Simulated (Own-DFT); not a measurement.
# Energy and forces against displacement in monoclinic HfO2, 96 atoms (Hf32O64)

All numbers below are calculated, not measured. They come from Own-DFT, an in-house plane-wave density functional program, since retired, whose code no person has reviewed. Each row is one single-point run on a periodic cell that was not relaxed, without spin or spin-orbit coupling.

Settings of every run: PBE; PseudoDojo norm-conserving scalar-relativistic files; cutoff 72 hartree; 2 x 2 x 2 k mesh centred on Gamma; Fermi-Dirac smearing of 0.1 eV.

Known limits, some of them of some rows only: some atoms lie very close together; hafnium file: forces about 75 meV/angstrom off all-electron values; oxygen file: force components 24 meV/angstrom off all-electron in a glass; forces on such cells passed a denser k mesh, each cell not checked; stress not checked against mesh or cutoff.

Cell vectors in Å: (10.234, 0.000, 0.000); (0.000, 10.350, 0.000); (-1.696, 0.000, 10.445). In each run every atom was moved at random and independently from its ideal site; u is the rms move along one axis. E is the free energy for each atom above the fitted value at u = 0, and F the rms of the force components.

```
run,u (Å),E (meV/atom),F (eV/Å),largest force (eV/Å),P (GPa)
1,0.0193,9.8,0.466,1.85,3.97
2,0.0204,?,?,?,?
3,0.0208,10.6,0.457,2.20,3.92
4,0.0496,57.2,1.008,4.16,5.19
5,0.0512,65.1,1.108,6.16,5.55
6,0.0789,169.4,1.902,7.87,9.23
7,0.0825,174.6,1.892,9.32,9.42
8,0.0831,164.8,1.857,8.43,8.57
9,0.1224,412.8,3.404,16.97,16.93
10,0.1504,628.9,4.206,19.02,25.32
```

## Worked fit

For small independent moves the energy grows as E = (3/2) K u², with K the mean stiffness felt by one atom. The runs with u up to 0.11 Å give K = 16.7 ± 0.5 eV/Å², with residuals divided by u² + 0.0006 Å², since the noise grows with the moves. The scatter is 3.9 meV/atom at u = 0.05 Å. The forces follow F = G u with G = 22.5 eV/Å²; no force at u = 0 is resolved. G exceeds K because the moves of its neighbours add to the force on an atom, and stiffness differs between atoms. At u = 0.150 Å the parabola gives 567 meV/atom and the run 629. The pressure follows P = 3.49 + 829 u² GPa: at fixed volume, shortened bonds push harder than stretched ones pull.

## Withheld run

Question: what energy and rms force should run 2 give?

The fit gives 10 ± 1 meV/atom and about 0.46 eV/Å. The calculation gave 10.9 meV/atom and 0.479 eV/Å.
